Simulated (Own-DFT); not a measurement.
# Response to strain: wurtzite GaN, 72 atoms (Ga36N36)

These are calculations, not measurements. The program, named Own-DFT, is a retired in-house plane-wave density functional code that no person has reviewed. Each row is one single-point run on a periodic cell that was not relaxed, without spin or spin-orbit coupling.

Settings of every run: PBE; PseudoDojo norm-conserving scalar-relativistic files (stringent for Ga); cutoff 96 hartree; 4 x 4 x 3 k mesh centred on Gamma; Gaussian smearing of 0.01 eV.

Known limits: forces not confirmed at this smearing and k mesh; stress not checked against mesh or cutoff.

Unstrained cell vectors in Å: (9.567, 0.000, 0.000); (-4.783, 8.285, 0.000); (0.000, 0.000, 10.370). The unstrained cell has measured lattice constants (interpolated for alloys), not those of this functional. That, the random moves and any unrelaxed bonds set the pressure at no strain. Each run strains this cell uniformly, with the atoms carried along. Every atom was also moved at random, by a Gaussian of width 0.05 Å on each axis. Strain is the symmetric tensor, in per cent. Stress is positive in tension, and the pressure is minus a third of its trace.

| run | e_xx (%) | e_yy (%) | e_zz (%) | e_yz (%) | e_xz (%) | e_xy (%) | s_xx (GPa) | s_yy (GPa) | s_zz (GPa) | s_yz (GPa) | s_xz (GPa) | s_xy (GPa) | P (GPa) | E (meV/atom) |
|---|---|---|---|---|---|---|---|---|---|---|---|---|---|---|
| 1 | 0.27 | 0.16 | 0.66 | -1.00 | 1.06 | 0.38 | -4.93 | -5.45 | -4.13 | -2.04 | 1.47 | 0.66 | 4.84 | 7.2 |
| 2 | -0.68 | -0.53 | -0.30 | 1.20 | -0.69 | -1.10 | -13.97 | -9.09 | -8.98 | 2.84 | -2.21 | -5.03 | 10.68 | 30.2 |
| 3 | -1.11 | 0.60 | -1.19 | 1.10 | -1.26 | 0.85 | -13.07 | -5.45 | -14.20 | 2.97 | -2.82 | 1.45 | 10.91 | 31.6 |
| 4 | -1.82 | 1.79 | 0.99 | 0.92 | 0.26 | -1.58 | -12.85 | -1.16 | -3.75 | 1.94 | 0.19 | -4.46 | 5.92 | 33.6 |
| 5 | 1.74 | 0.60 | 0.79 | 1.45 | -0.62 | -0.62 | 0.87 | -2.36 | -1.67 | 3.18 | -1.53 | -2.27 | 1.06 | 0.3 |
| 6 | -1.09 | 1.14 | -1.43 | 0.79 | -0.50 | 0.92 | -11.36 | -6.03 | -11.87 | 1.53 | -1.50 | 2.44 | 9.75 | 19.8 |
| 7 | -2.00 | -0.29 | -1.73 | 0.24 | -0.87 | 1.77 | -19.44 | -13.27 | -16.45 | 1.11 | -2.55 | 5.42 | 16.39 | 60.0 |
| 8 | 0.23 | 1.86 | -0.95 | 0.20 | -0.06 | 0.19 | -3.75 | 0.58 | -13.36 | 0.82 | 0.03 | 1.14 | 5.51 | 25.6 |
| 9 | 0.30 | 0.03 | 1.86 | -1.97 | -1.64 | -0.47 | -1.94 | -6.49 | 0.11 | -4.85 | -3.21 | -0.69 | 2.77 | 0.0 |
| 10 | 0.35 | 1.42 | 1.51 | 1.70 | 0.17 | 0.90 | -2.32 | -0.11 | -0.89 | 3.66 | -0.03 | 2.54 | 1.11 | 11.3 |
| 11 | -0.61 | 0.03 | 1.60 | 1.64 | -0.17 | 0.91 | -10.94 | -6.83 | -0.37 | 3.86 | -0.81 | 3.47 | 6.05 | 29.4 |
| 12 | -0.11 | 0.20 | 0.36 | 1.07 | -1.73 | 0.88 | -7.35 | -5.99 | -5.72 | 3.06 | -4.10 | 3.56 | 6.36 | 16.2 |
| 13 | -1.14 | -1.62 | 1.61 | 1.53 | -1.13 | -0.65 | -12.59 | -14.14 | -3.05 | 3.55 | -3.42 | -1.47 | 9.93 | 37.5 |
| 14 | 1.15 | -0.91 | -1.17 | -1.34 | 1.37 | 1.47 | -5.52 | -10.10 | -11.95 | -1.56 | 2.85 | 5.11 | 9.19 | 26.6 |
| 15 | -1.58 | 1.54 | -1.65 | -1.09 | -1.07 | -1.28 | -15.43 | -2.74 | -15.23 | -3.17 | -2.12 | -3.26 | 11.14 | 44.6 |
| 16 | -1.82 | -1.08 | -0.94 | -0.49 | -0.57 | -1.26 | -17.18 | -17.42 | -13.38 | -2.46 | -1.25 | -3.40 | 15.99 | 60.0 |
| 17 | -1.15 | 0.64 | 1.11 | -0.83 | -1.55 | 0.28 | ? | ? | ? | ? | ? | ? | ? | ? |

E is the free energy for each atom above the lowest run shown.

## Worked fit

Each stress component was fitted by least squares to a constant and the strains of the runs shown, as fractions, with shears doubled. Shear strains stay in the fit of a normal stress only where such slopes are resolved. The slopes, in GPa:

```
stress  at no strain  per e_xx  per e_yy  per e_zz  scatter
  s_xx          -7.7  454 ± 35  142 ± 35  110 ± 30     1.40
  s_yy          -7.3  140 ± 29  442 ± 29   64 ± 25     1.16
  s_zz          -7.6   71 ± 29   28 ± 28  426 ± 24     1.15
```

Each shear stress against twice its own strain: yz 116 ± 6, xz 100 ± 5, xy 160 ± 11 GPa. These are stiffnesses along x, y and z of the frame in which the cell vectors are given, which need not be the crystal's axes. The atoms are held to the strained lattice; where symmetry lets them move under strain, relaxing them would lower some slopes. The table should be nearly symmetric about its diagonal, and what it lacks of that shows the noise. A ninth of its sum, 209 ± 4 GPa, estimates the bulk modulus near the mean pressure of these runs, 8.0 GPa, so it lies above the value at zero pressure.

## Withheld run

Question: what normal stresses and pressure should run 17 give?

The fit gives s_xx = -10.8, s_yy = -5.4, s_zz = -3.5 and P = 6.5 GPa. The calculation gave -10.94, -6.97, -1.44 and P = 6.45 GPa.
